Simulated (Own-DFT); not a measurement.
# What a defect does to the pressure of its cell: zincblende GaAs

Calculated, not measured: single-point runs of Own-DFT, a retired in-house plane-wave DFT program that no person has reviewed, on unrelaxed cells, without spin or spin-orbit coupling.

Settings: PBE; PseudoDojo norm-conserving scalar-relativistic files; cutoff 42 hartree; 3 x 3 x 3 k mesh centred on Gamma; Fermi-Dirac smearing of 0.1 eV.

Caveats (not all hold for every row): not probed for a lower state with spin; forces not confirmed at this smearing and k mesh; stress not checked against mesh or cutoff.

All runs share one cell, with vectors in Å (11.737, 0.000, 0.000); (0.000, 11.737, 0.000); (0.000, 0.000, 10.833) and a volume of 1492.4 Å³, strained against the parent crystal. Atoms were moved at random from their sites; u is the rms move along one axis. The defect's site can differ from row to row.

| cell | formula | u (Å) | P (GPa) |
|---|---|---|---|
| no defect | As32Ga32 | 0.0284 | 1.22 |
| no defect | As32Ga32 | 0.0294 | 1.27 |
| no defect | As32Ga32 | 0.0489 | 1.51 |
| one Al on a Ga site | AlAs32Ga31 | 0.0266 | 1.21 |
| one Al on a Ga site | AlAs32Ga31 | 0.0328 | 1.25 |
| one Al on a Ga site | AlAs32Ga31 | 0.0517 | 1.59 |
| one As vacancy and one Ga vacancy | As31Ga31 | 0.0295 | 0.92 |
| one As vacancy and one Ga vacancy | As31Ga31 | 0.0457 | 1.29 |
| one As vacancy and one Ga vacancy | As31Ga31 | 0.0515 | 1.09 |
| one In on a Ga site | As32Ga31In | 0.0482 | 2.10 |
| one In on a Ga site | As32Ga31In | 0.0488 | 2.13 |
| one In on a Ga site | As32Ga31In | 0.0515 | 2.13 |
| one P on an As site | As31Ga32P | 0.0276 | 1.01 |
| one P on an As site | As31Ga32P | 0.0302 | 1.03 |
| one P on an As site | As31Ga32P | 0.0308 | 1.03 |
| one P on an As site | As31Ga32P | 0.0310 | ? |

## Fit

P = P0 + c u² + a shift for each defect gives P0 = 1.11 GPa, c = 166 ± 31 GPa/Å² and a scatter of 0.07 GPa. The shifts, and each times the cell's volume:

- one In on a Ga site: 0.60 ± 0.07 GPa, 5.6 eV
- one Al on a Ga site: 0.00 ± 0.06 GPa, 0.0 eV (not resolved)
- one P on an As site: -0.23 ± 0.06 GPa, -2.2 eV
- one As vacancy and one Ga vacancy: -0.32 ± 0.06 GPa, -3.0 eV

Against the defect-free cell, a freed cell would be larger where the shift is positive and smaller where it is negative (160.2 GPa Å³ is 1 eV). The atoms around the defects weren't relaxed, which would change these numbers.

## Test on the hidden row

Asked: what pressure belongs in the blank (one P on an As site, u = 0.0310 Å)?

Estimate: 1.04 ± 0.08 GPa. The run itself gave 1.00 GPa.
